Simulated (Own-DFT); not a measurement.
# Computed records: HfO$_{2}$ (monoclinic hafnia, atoms displaced)

Computed with Own-DFT development build. A calculation, not a measurement: plane-wave density functional theory by an unreviewed code, no spin, of a simulated periodic cell, stress positive in tension, run twice, with PBE and with PBEsol, both on files made for PBE, so the change isn't that of files made for PBEsol, hafnium file: forces about 75 meV/angstrom off all-electron values; oxygen file: force components 24 meV/angstrom off all-electron in one glass; forces on such cells passed a denser k mesh, this cell's mesh not checked; the far tail of each file's local potential was reset to the Coulomb form; each entry is a single point on an unrelaxed cell, so the pressure reflects the starting lattice, mostly measured values (interpolated for alloys), from which strain is counted, and rises with the displacements; printed positions are rounded, which can move forces by about a meV/angstrom; the program, named Own-DFT, is a retired in-house code; no spin-orbit coupling; stress was not checked against mesh or cutoff.

Common to all runs: functional PBE, then PBEsol; potential files PseudoDojo norm-conserving, scalar-relativistic, standard set; wave cutoff 72 hartree; occupations Fermi-Dirac; smearing width 0.1 eV; k mesh 2 x 2 x 2 centred on Gamma.

(1) 
```cif
# cell vector a (Å): 10.2340 0.0000 0.0000
# cell vector b (Å): 0.0000 10.3500 0.0000
# cell vector c (Å): -1.6955 0.0000 10.4453
data_HfO2
_symmetry_space_group_name_H-M 'P 1'
_symmetry_Int_Tables_number 1
_cell_length_a 10.2340
_cell_length_b 10.3500
_cell_length_c 10.5820
_cell_angle_alpha 90.000
_cell_angle_beta 99.220
_cell_angle_gamma 90.000
_cell_volume 1106.39
loop_
_atom_site_label
_atom_site_type_symbol
_atom_site_fract_x
_atom_site_fract_y
_atom_site_fract_z
_atom_site_occupancy
Hf1 Hf 0.13420 0.02618 0.10362 1
Hf2 Hf 0.36673 0.26534 0.13992 1
Hf3 Hf 0.35802 0.49610 0.39388 1
Hf4 Hf 0.14290 0.22306 0.35279 1
O1 O 0.04053 0.17008 0.17814 1
O2 O 0.46039 0.41587 0.07434 1
O3 O 0.46193 0.33447 0.31893 1
O4 O 0.03622 0.08173 0.42962 1
O5 O 0.22454 0.37686 0.24089 1
O6 O 0.28237 0.12691 0.00906 1
O7 O 0.27628 0.12599 0.26172 1
O8 O 0.22336 0.36622 0.48818 1
Hf5 Hf 0.13453 0.02473 0.60007 1
Hf6 Hf 0.36482 0.26206 0.65040 1
Hf7 Hf 0.35508 0.48466 0.89100 1
Hf8 Hf 0.14979 0.22839 0.85639 1
O9 O 0.03549 0.16312 0.66781 1
O10 O 0.46170 0.41195 0.57194 1
O11 O 0.46238 0.34002 0.82499 1
O12 O 0.04149 0.07966 0.91939 1
O13 O 0.22093 0.38361 0.74078 1
O14 O 0.27707 0.12397 0.50439 1
O15 O 0.27944 0.12483 0.76489 1
O16 O 0.22623 0.36880 0.99122 1
Hf9 Hf 0.13540 0.51855 0.10056 1
Hf10 Hf 0.37542 0.77402 0.14416 1
Hf11 Hf 0.36336 0.97360 0.39116 1
Hf12 Hf 0.13564 0.73613 0.35347 1
O17 O 0.03458 0.67108 0.17345 1
O18 O 0.46299 0.90291 0.08092 1
O19 O 0.45843 0.82279 0.33073 1
O20 O 0.04077 0.59906 0.42759 1
O21 O 0.22229 0.88686 0.24265 1
O22 O 0.27462 0.63414 0.01292 1
O23 O 0.27748 0.61952 0.25076 1
O24 O 0.21568 0.87271 0.49642 1
Hf13 Hf 0.14148 0.51688 0.60842 1
Hf14 Hf 0.36249 0.76458 0.64613 1
Hf15 Hf 0.36027 0.98127 0.90454 1
Hf16 Hf 0.14135 0.73323 0.85359 1
O25 O 0.03628 0.66758 0.68254 1
O26 O 0.46361 0.91176 0.57739 1
O27 O 0.46993 0.83336 0.82918 1
O28 O 0.03295 0.57901 0.92495 1
O29 O 0.23299 0.87576 0.74860 1
O30 O 0.27845 0.63443 0.50748 1
O31 O 0.27591 0.62778 0.75540 1
O32 O 0.21794 0.87624 0.99135 1
Hf17 Hf 0.63327 0.01982 0.10121 1
Hf18 Hf 0.85468 0.27196 0.14756 1
Hf19 Hf 0.86470 0.47958 0.39722 1
Hf20 Hf 0.63188 0.22695 0.35594 1
O33 O 0.53796 0.15267 0.18578 1
O34 O 0.96393 0.41665 0.06545 1
O35 O 0.96787 0.33416 0.32577 1
O36 O 0.53808 0.08856 0.41282 1
O37 O 0.72137 0.37965 0.23176 1
O38 O 0.77551 0.14054 0.00611 1
O39 O 0.78077 0.12101 0.26628 1
O40 O 0.72628 0.36753 0.48445 1
Hf21 Hf 0.63913 0.02231 0.60058 1
Hf22 Hf 0.86783 0.26739 0.63680 1
Hf23 Hf 0.85023 0.47803 0.89488 1
Hf24 Hf 0.63578 0.22874 0.84955 1
O41 O 0.53771 0.16535 0.68050 1
O42 O 0.96243 0.41499 0.57535 1
O43 O 0.96527 0.33432 0.82036 1
O44 O 0.53465 0.08344 0.92784 1
O45 O 0.72335 0.38484 0.73962 1
O46 O 0.77573 0.13405 0.50792 1
O47 O 0.77568 0.12196 0.75938 1
O48 O 0.71917 0.37105 0.97938 1
Hf25 Hf 0.63637 0.51564 0.10450 1
Hf26 Hf 0.86857 0.76896 0.15648 1
Hf27 Hf 0.85716 0.97867 0.39480 1
Hf28 Hf 0.63871 0.72812 0.36135 1
O49 O 0.53643 0.66227 0.17509 1
O50 O 0.96079 0.90756 0.08241 1
O51 O 0.96471 0.82964 0.32057 1
O52 O 0.53741 0.59419 0.42087 1
O53 O 0.72468 0.87611 0.25351 1
O54 O 0.77692 0.63683 0.01077 1
O55 O 0.77650 0.62633 0.26241 1
O56 O 0.72002 0.86573 0.50282 1
Hf29 Hf 0.63558 0.52398 0.59668 1
Hf30 Hf 0.87164 0.77157 0.65387 1
Hf31 Hf 0.85728 0.98141 0.89993 1
Hf32 Hf 0.63835 0.72804 0.85098 1
O57 O 0.53194 0.67546 0.67388 1
O58 O 0.95966 0.90720 0.57765 1
O59 O 0.96022 0.83454 0.82785 1
O60 O 0.54400 0.59057 0.92965 1
O61 O 0.72176 0.87188 0.74484 1
O62 O 0.76568 0.62800 0.50615 1
O63 O 0.76572 0.61719 0.75213 1
O64 O 0.72444 0.87680 0.98055 1
_calc_PBE_pressure 6.23  # GPa
_calc_PBE_stress_xx -6.1  # GPa
_calc_PBE_stress_yy -5.82  # GPa
_calc_PBE_stress_zz -6.76  # GPa
_calc_PBE_stress_yz 1.08  # GPa
_calc_PBE_stress_xz -0.04  # GPa
_calc_PBE_stress_xy -0.77  # GPa
_calc_PBEsol_pressure -0.24  # GPa
_calc_PBEsol_stress_xx 0.37  # GPa
_calc_PBEsol_stress_yy 0.58  # GPa
_calc_PBEsol_stress_zz -0.24  # GPa
_calc_PBEsol_stress_yz 1.06  # GPa
_calc_PBEsol_stress_xz 0.31  # GPa
_calc_PBEsol_stress_xy -0.75  # GPa
_calc_rms_change_of_force_components_from_PBE_to_PBEsol 0.049  # eV/angstrom
```

Force:
```tsv
force element	PBE force x (eV/Å)	PBE force y (eV/Å)	PBE force z (eV/Å)	PBEsol force x (eV/Å)	PBEsol force y (eV/Å)	PBEsol force z (eV/Å)
Hf	-0.335	-1.46	0.186	-0.311	-1.394	0.159
Hf	-0.692	1.846	2.138	-0.69	1.865	2.133
Hf	0.149	-2.876	-0.7	0.123	-2.834	-0.665
Hf	0.017	1.872	0.528	0.041	1.792	0.486
O	-1.259	-0.343	-1.16	-1.199	-0.332	-1.071
O	0.579	0.019	-0.358	0.559	0.03	-0.388
O	0.445	0.521	0.551	0.442	0.456	0.477
O	-0.872	-0.097	-1.123	-0.833	-0.118	-1.033
O	-0.016	0.175	-0.561	0.043	0.158	-0.551
O	-0.278	0.049	0.422	-0.325	0.041	0.393
O	0.905	-0.963	-0.685	0.813	-0.932	-0.664
O	-0.272	0.868	0.713	-0.218	0.853	0.695
Hf	0.845	-2.134	0.627	0.823	-2.034	0.539
Hf	-0.036	1.843	-1.737	-0.025	1.852	-1.657
Hf	1.443	0.306	1.415	1.395	0.229	1.405
Hf	-3.205	0.818	-0.325	-3.109	0.759	-0.331
O	0.143	0.563	0.627	0.144	0.561	0.63
O	0.441	0.422	0.22	0.423	0.436	0.18
O	-0.011	-0.341	0.125	-0.03	-0.361	0.072
O	-0.175	0.428	0.366	-0.147	0.413	0.427
O	0.346	-0.648	0.232	0.39	-0.629	0.236
O	0.23	0.125	1.125	0.143	0.115	1.086
O	0.223	-0.402	-0.508	0.159	-0.361	-0.48
O	0.081	-0.079	-0.644	0.145	-0.08	-0.645
Hf	-0.157	0.578	0.42	-0.152	0.612	0.365
Hf	-4.559	-4.547	1.759	-4.449	-4.437	1.765
Hf	-0.81	0.488	1.123	-0.82	0.43	1.116
Hf	1.479	-0.119	-0.501	1.415	-0.157	-0.506
O	1.064	-1.354	-0.016	1.025	-1.284	0.043
O	3.644	4.807	-1.824	3.555	4.729	-1.831
O	0.252	0.774	0.126	0.24	0.755	0.062
O	-1.64	-2.1	0.713	-1.577	-2.058	0.725
O	0.375	-0.095	-0.206	0.424	-0.081	-0.183
O	0.391	-0.529	-1.308	0.325	-0.529	-1.282
O	-0.604	0.421	1.066	-0.638	0.396	1.063
O	0.651	-0.187	-0.862	0.69	-0.179	-0.859
Hf	-0.691	0.914	-1.475	-0.66	0.932	-1.452
Hf	-0.268	2.476	0.432	-0.261	2.452	0.454
Hf	0.171	-2.19	-2.306	0.14	-2.177	-2.231
Hf	-1.166	-0.082	1.391	-1.122	-0.111	1.317
O	0.818	-1.38	-0.908	0.809	-1.308	-0.829
O	0.685	1.423	-0.873	0.668	1.394	-0.906
O	-1.046	0.906	0.597	-1.02	0.851	0.537
O	0.744	1.002	-0.759	0.745	0.953	-0.67
O	-0.743	1.055	-0.452	-0.667	0.996	-0.412
O	0.008	-1.02	-0.006	-0.033	-1.01	-0.005
O	-0.011	-1.428	0.661	-0.072	-1.388	0.641
O	0.555	0.051	0.164	0.613	0.068	0.14
Hf	1.826	-0.867	0.479	1.766	-0.785	0.432
Hf	1.896	0.586	-0.296	1.829	0.616	-0.265
Hf	0.305	0.441	-0.707	0.282	0.373	-0.659
Hf	1.324	2.471	-0.553	1.288	2.347	-0.571
O	-0.707	0.23	-1.974	-0.672	0.246	-1.889
O	-1.056	-1.391	1.626	-1.039	-1.325	1.537
O	-0.677	0.608	0.148	-0.687	0.577	0.102
O	-1.934	-2.813	2.148	-1.867	-2.739	2.127
O	0.322	-0.517	0.739	0.389	-0.509	0.695
O	-0.311	-1.322	0.657	-0.371	-1.293	0.631
O	-0.02	0.176	-1.062	-0.077	0.176	-1.021
O	-0.132	0.894	0.112	-0.053	0.875	0.106
Hf	-0.103	-1.782	1.026	-0.08	-1.723	0.982
Hf	-1.081	1.072	2.505	-1.047	1.1	2.469
Hf	1.972	0.59	-1.054	1.915	0.519	-1.009
Hf	1.006	1.024	0.629	1	0.966	0.597
O	-0.661	-0.513	-1.422	-0.647	-0.466	-1.331
O	1.316	1.221	-0.307	1.275	1.192	-0.348
O	0.46	-0.477	0.158	0.434	-0.483	0.102
O	-0.311	0.259	0.229	-0.296	0.221	0.282
O	-0.291	-1.217	-0.944	-0.229	-1.178	-0.894
O	-0.187	-1.572	0.008	-0.243	-1.537	0.007
O	-0.043	-0.401	-0.299	-0.119	-0.392	-0.286
O	-0.59	0.23	1.465	-0.507	0.233	1.421
Hf	0.059	2.026	-0.691	0.05	2.031	-0.707
Hf	-2.112	-1.08	-2.624	-2.023	-1.023	-2.521
Hf	0.317	-0.712	0.805	0.288	-0.729	0.796
Hf	1.686	1.287	-1.174	1.673	1.201	-1.154
O	0.213	-0.084	0.064	0.204	-0.058	0.097
O	1.571	2.751	-0.956	1.526	2.693	-0.969
O	-0.298	2.064	2.594	-0.288	1.977	2.477
O	-2.611	-2.519	0.614	-2.544	-2.461	0.644
O	-0.42	1.134	-1.272	-0.336	1.099	-1.207
O	0.143	-1.109	0.066	0.077	-1.104	0.05
O	-0.006	-1.338	0.564	-0.065	-1.292	0.566
O	0.224	1.066	-1.105	0.271	1.049	-1.085
Hf	-0.267	-0.672	1.738	-0.231	-0.594	1.685
Hf	-2.812	-1.024	-0.055	-2.739	-0.928	-0.008
Hf	0.601	-0.675	-0.877	0.556	-0.73	-0.848
Hf	0.633	0.983	0.669	0.62	0.941	0.624
O	0.937	-2.099	-1.03	0.916	-2.016	-0.955
O	1.689	2.101	-0.963	1.629	2.061	-0.978
O	0.86	0.154	0.749	0.829	0.134	0.663
O	-2.434	-1.784	-0.575	-2.353	-1.76	-0.519
O	0.55	1.858	-1.035	0.596	1.802	-0.998
O	1.726	-0.192	0.517	1.589	-0.199	0.485
O	0.662	0.127	0.417	0.565	0.125	0.407
O	-1.075	0.429	1.819	-0.988	0.438	1.744
```

(2) 
```cif
# cell vector a (Å): 10.2340 0.0000 0.0000
# cell vector b (Å): 0.0000 10.3500 0.0000
# cell vector c (Å): -1.6955 0.0000 10.4453
data_HfO2
_symmetry_space_group_name_H-M 'P 1'
_symmetry_Int_Tables_number 1
_cell_length_a 10.2340
_cell_length_b 10.3500
_cell_length_c 10.5820
_cell_angle_alpha 90.000
_cell_angle_beta 99.220
_cell_angle_gamma 90.000
_cell_volume 1106.39
loop_
_atom_site_label
_atom_site_type_symbol
_atom_site_fract_x
_atom_site_fract_y
_atom_site_fract_z
_atom_site_occupancy
Hf1 Hf 0.13932 0.02202 0.11060 1
Hf2 Hf 0.35776 0.26868 0.14153 1
Hf3 Hf 0.37354 0.48526 0.39809 1
Hf4 Hf 0.13753 0.23539 0.34718 1
O1 O 0.03326 0.16474 0.16465 1
O2 O 0.46625 0.41800 0.07084 1
O3 O 0.46322 0.33143 0.32622 1
O4 O 0.03704 0.08875 0.42328 1
O5 O 0.22313 0.37783 0.23700 1
O6 O 0.28257 0.13072 0.00954 1
O7 O 0.27058 0.12021 0.26389 1
O8 O 0.23058 0.36970 0.48855 1
Hf5 Hf 0.13992 0.02114 0.60129 1
Hf6 Hf 0.36284 0.27908 0.64635 1
Hf7 Hf 0.36420 0.47248 0.90061 1
Hf8 Hf 0.13919 0.23248 0.84901 1
O9 O 0.02437 0.16376 0.66814 1
O10 O 0.46720 0.41525 0.58223 1
O11 O 0.46512 0.33733 0.82059 1
O12 O 0.03998 0.07500 0.91933 1
O13 O 0.21954 0.38214 0.74111 1
O14 O 0.27688 0.13352 0.50982 1
O15 O 0.28166 0.12533 0.76528 1
O16 O 0.23022 0.36396 0.98998 1
Hf9 Hf 0.13652 0.52237 0.10184 1
Hf10 Hf 0.36831 0.76637 0.14620 1
Hf11 Hf 0.36190 0.98468 0.40546 1
Hf12 Hf 0.14210 0.72569 0.35143 1
O17 O 0.04672 0.66616 0.17483 1
O18 O 0.46143 0.91304 0.07174 1
O19 O 0.45819 0.84149 0.32944 1
O20 O 0.03870 0.57891 0.42459 1
O21 O 0.22504 0.88036 0.24226 1
O22 O 0.27770 0.62870 0.01668 1
O23 O 0.27800 0.61697 0.26079 1
O24 O 0.22292 0.88040 0.50376 1
Hf13 Hf 0.13413 0.51970 0.60029 1
Hf14 Hf 0.36202 0.76758 0.63804 1
Hf15 Hf 0.35563 0.97618 0.89826 1
Hf16 Hf 0.13528 0.73632 0.85355 1
O25 O 0.04213 0.66362 0.67305 1
O26 O 0.46435 0.91828 0.58307 1
O27 O 0.46086 0.83419 0.82173 1
O28 O 0.02389 0.57706 0.92685 1
O29 O 0.21896 0.88081 0.73329 1
O30 O 0.27782 0.61975 0.51245 1
O31 O 0.27759 0.61684 0.76078 1
O32 O 0.22811 0.87114 0.99087 1
Hf17 Hf 0.64308 0.01251 0.10414 1
Hf18 Hf 0.86112 0.26998 0.14814 1
Hf19 Hf 0.86620 0.47847 0.39520 1
Hf20 Hf 0.64187 0.22424 0.35291 1
O33 O 0.53013 0.16136 0.17815 1
O34 O 0.97018 0.41967 0.07291 1
O35 O 0.95535 0.34292 0.32670 1
O36 O 0.53859 0.08520 0.41769 1
O37 O 0.72927 0.38409 0.23838 1
O38 O 0.77103 0.13344 0.00723 1
O39 O 0.77815 0.11821 0.25650 1
O40 O 0.73157 0.37551 0.49458 1
Hf21 Hf 0.63833 0.02464 0.60960 1
Hf22 Hf 0.86000 0.26259 0.65053 1
Hf23 Hf 0.85905 0.48366 0.90151 1
Hf24 Hf 0.63128 0.22408 0.84185 1
O41 O 0.53318 0.16791 0.67040 1
O42 O 0.95914 0.41366 0.57891 1
O43 O 0.96163 0.33784 0.83487 1
O44 O 0.53385 0.07981 0.93144 1
O45 O 0.71738 0.38106 0.74298 1
O46 O 0.77542 0.13155 0.50629 1
O47 O 0.77111 0.12138 0.76043 1
O48 O 0.72458 0.36461 0.98835 1
Hf25 Hf 0.64074 0.51247 0.10153 1
Hf26 Hf 0.85979 0.76405 0.15260 1
Hf27 Hf 0.86693 0.98646 0.39472 1
Hf28 Hf 0.63464 0.72664 0.35134 1
O49 O 0.53747 0.66734 0.18133 1
O50 O 0.96766 0.91722 0.07129 1
O51 O 0.96803 0.83438 0.33090 1
O52 O 0.53489 0.58663 0.42935 1
O53 O 0.72208 0.87419 0.23538 1
O54 O 0.77128 0.62976 0.99973 1
O55 O 0.77183 0.62103 0.26295 1
O56 O 0.71534 0.87129 0.48475 1
Hf29 Hf 0.63676 0.51977 0.60399 1
Hf30 Hf 0.86149 0.77151 0.64084 1
Hf31 Hf 0.86432 0.97781 0.89571 1
Hf32 Hf 0.64123 0.72242 0.85806 1
O57 O 0.53642 0.67051 0.67265 1
O58 O 0.96344 0.91094 0.57807 1
O59 O 0.96428 0.83370 0.83279 1
O60 O 0.52915 0.58196 0.92991 1
O61 O 0.71804 0.88190 0.74329 1
O62 O 0.77621 0.62976 0.51210 1
O63 O 0.77469 0.62413 0.75571 1
O64 O 0.71417 0.86289 0.98493 1
_calc_PBE_pressure 5.43  # GPa
_calc_PBE_stress_xx -5.3  # GPa
_calc_PBE_stress_yy -5.25  # GPa
_calc_PBE_stress_zz -5.74  # GPa
_calc_PBE_stress_yz -0.31  # GPa
_calc_PBE_stress_xz -0.18  # GPa
_calc_PBE_stress_xy 0.31  # GPa
_calc_PBEsol_pressure -1.03  # GPa
_calc_PBEsol_stress_xx 1.19  # GPa
_calc_PBEsol_stress_yy 1.16  # GPa
_calc_PBEsol_stress_zz 0.74  # GPa
_calc_PBEsol_stress_yz -0.31  # GPa
_calc_PBEsol_stress_xz 0.17  # GPa
_calc_PBEsol_stress_xy 0.29  # GPa
_calc_rms_change_of_force_components_from_PBE_to_PBEsol 0.045  # eV/angstrom
```

Force:
```tsv
force element	PBE force x (eV/Å)	PBE force y (eV/Å)	PBE force z (eV/Å)	PBEsol force x (eV/Å)	PBEsol force y (eV/Å)	PBEsol force z (eV/Å)
Hf	0.685	-0.972	-1.584	0.659	-0.91	-1.574
Hf	1.119	-0.039	1.199	1.078	-0.004	1.187
Hf	-1.864	-2.077	-0.707	-1.83	-2.063	-0.654
Hf	0.626	0.329	1.152	0.657	0.271	1.106
O	-0.708	1.112	1.001	-0.679	1.092	1.032
O	0.037	-1.204	1.775	0.03	-1.146	1.664
O	0.543	0.433	0.265	0.516	0.413	0.213
O	-0.444	-0.072	-0.552	-0.438	-0.099	-0.494
O	-0.281	-0.062	-0.165	-0.224	-0.088	-0.173
O	-1.054	-0.523	0.433	-1.078	-0.507	0.43
O	0.17	0.455	-0.324	0.092	0.456	-0.32
O	-0.546	0.17	-0.283	-0.468	0.165	-0.266
Hf	-0.122	0.636	1.319	-0.093	0.626	1.257
Hf	-1.48	-1.076	-0.479	-1.443	-0.998	-0.445
Hf	-0.885	1.794	-1.716	-0.848	1.707	-1.649
Hf	-1	-0.525	0.649	-0.953	-0.542	0.619
O	1.313	-0.39	0.641	1.269	-0.351	0.666
O	0.55	0.793	-0.732	0.527	0.789	-0.751
O	0.125	-0.176	0.521	0.105	-0.194	0.45
O	0.33	0.907	-0.32	0.311	0.866	-0.255
O	0.13	-0.847	-0.296	0.195	-0.848	-0.284
O	-0.221	-0.052	0.283	-0.273	-0.075	0.268
O	-0.745	0.029	-0.945	-0.796	0.036	-0.91
O	-0.667	0.571	-0.152	-0.571	0.547	-0.152
Hf	1.065	-0.855	-0.121	1.022	-0.784	-0.133
Hf	-1.048	1.321	0.066	-1.024	1.331	0.084
Hf	0.415	-0.062	-0.938	0.405	-0.102	-0.895
Hf	0.206	0.639	0.664	0.196	0.565	0.588
O	-2.089	1.075	0.206	-2.015	1.051	0.268
O	0.833	-0.305	1.099	0.799	-0.286	1.024
O	1.091	-1.272	-0.042	1.055	-1.259	-0.086
O	0.043	0.883	-0.986	0.048	0.838	-0.903
O	-0.482	-0.448	0.25	-0.423	-0.437	0.238
O	-0.513	-0.291	-0.847	-0.557	-0.284	-0.802
O	0.278	0.362	0.525	0.203	0.362	0.519
O	0.416	-1.67	-2.507	0.47	-1.596	-2.415
Hf	0.29	-0.729	1.497	0.286	-0.655	1.441
Hf	-0.118	0.129	2.825	-0.115	0.185	2.807
Hf	1.642	0.099	-1.033	1.604	0.056	-0.973
Hf	0.914	-1.598	-0.168	0.898	-1.574	-0.21
O	-1.481	1.205	0.082	-1.43	1.191	0.119
O	0.583	0.751	-0.582	0.559	0.742	-0.62
O	-0.024	-0.28	0.399	-0.041	-0.287	0.345
O	2.829	2.683	-0.577	2.748	2.581	-0.494
O	-0.338	-0.414	1.28	-0.284	-0.409	1.244
O	0.15	1.292	-0.733	0.097	1.255	-0.717
O	-0.144	0.526	0.226	-0.202	0.515	0.207
O	-0.989	-0.382	0.007	-0.897	-0.362	-0.012
Hf	-1.723	1.497	-1.373	-1.68	1.502	-1.382
Hf	0.002	0.47	-2.103	-0.019	0.505	-2.037
Hf	-2.111	1.283	1.922	-2.064	1.189	1.906
Hf	-1.319	1.327	-0.272	-1.308	1.221	-0.288
O	0.919	-0.287	-0.363	0.906	-0.253	-0.301
O	-1.586	-1.471	1.617	-1.551	-1.406	1.518
O	2.968	-2.962	-0.933	2.875	-2.897	-0.961
O	-0.655	-0.533	1.091	-0.629	-0.519	1.108
O	-0.836	-0.841	0.025	-0.739	-0.819	0.009
O	0.506	-1.093	0.384	0.43	-1.073	0.385
O	0.17	0.24	0.194	0.108	0.243	0.201
O	-1.148	-0.821	-0.958	-1.05	-0.79	-0.926
Hf	-0.061	-1.927	-1.432	-0.057	-1.847	-1.41
Hf	-0.206	2.785	-0.125	-0.193	2.755	-0.115
Hf	-0.456	-1.712	-1.96	-0.426	-1.714	-1.877
Hf	0.005	0.673	3.223	0.02	0.627	3.111
O	-0.332	-0.222	-0.619	-0.299	-0.201	-0.536
O	1.13	0.253	0.096	1.098	0.267	0.029
O	0.807	-1.431	-0.945	0.786	-1.404	-0.969
O	0.218	0.688	-1.156	0.222	0.637	-1.082
O	0.187	-0.337	-0.295	0.221	-0.341	-0.293
O	0.206	-0.569	0.369	0.144	-0.557	0.357
O	0.616	-0.277	-0.394	0.527	-0.255	-0.406
O	-0.331	0.887	0.884	-0.261	0.892	0.887
Hf	-0.679	0.576	-0.366	-0.663	0.581	-0.4
Hf	0.905	1.005	-0.95	0.854	1.03	-0.884
Hf	-0.677	-1.496	0.669	-0.654	-1.495	0.679
Hf	0.171	1.528	1.82	0.181	1.449	1.755
O	0.102	-1.062	-1.153	0.094	-0.992	-1.068
O	-1.329	-1.187	1.324	-1.295	-1.121	1.232
O	-0.106	-0.284	-0.62	-0.114	-0.292	-0.661
O	0.463	0.434	-0.456	0.451	0.396	-0.403
O	0.654	-0.145	0.493	0.699	-0.155	0.459
O	0.37	-0.388	2.502	0.296	-0.393	2.42
O	1.067	0.197	-0.857	0.983	0.211	-0.843
O	0.86	0.56	0.381	0.896	0.542	0.373
Hf	1.423	0.321	1.318	1.402	0.357	1.27
Hf	-0.976	-0.869	0.619	-0.965	-0.818	0.611
Hf	-0.453	0.453	0.539	-0.415	0.389	0.553
Hf	-2.117	1.183	-2.177	-2.043	1.124	-2.142
O	0.126	-0.743	-0.387	0.125	-0.715	-0.34
O	0.589	1.335	-0.63	0.567	1.311	-0.658
O	0.058	-0.767	-0.995	0.068	-0.75	-1.007
O	1.037	0.784	-0.425	1.03	0.726	-0.367
O	0.975	-0.019	-0.579	1.007	-0.011	-0.565
O	0.094	0.289	-0.485	0.025	0.288	-0.462
O	0.145	-0.243	0.505	0.062	-0.226	0.504
O	1.189	1.045	1.464	1.202	1.017	1.425
```
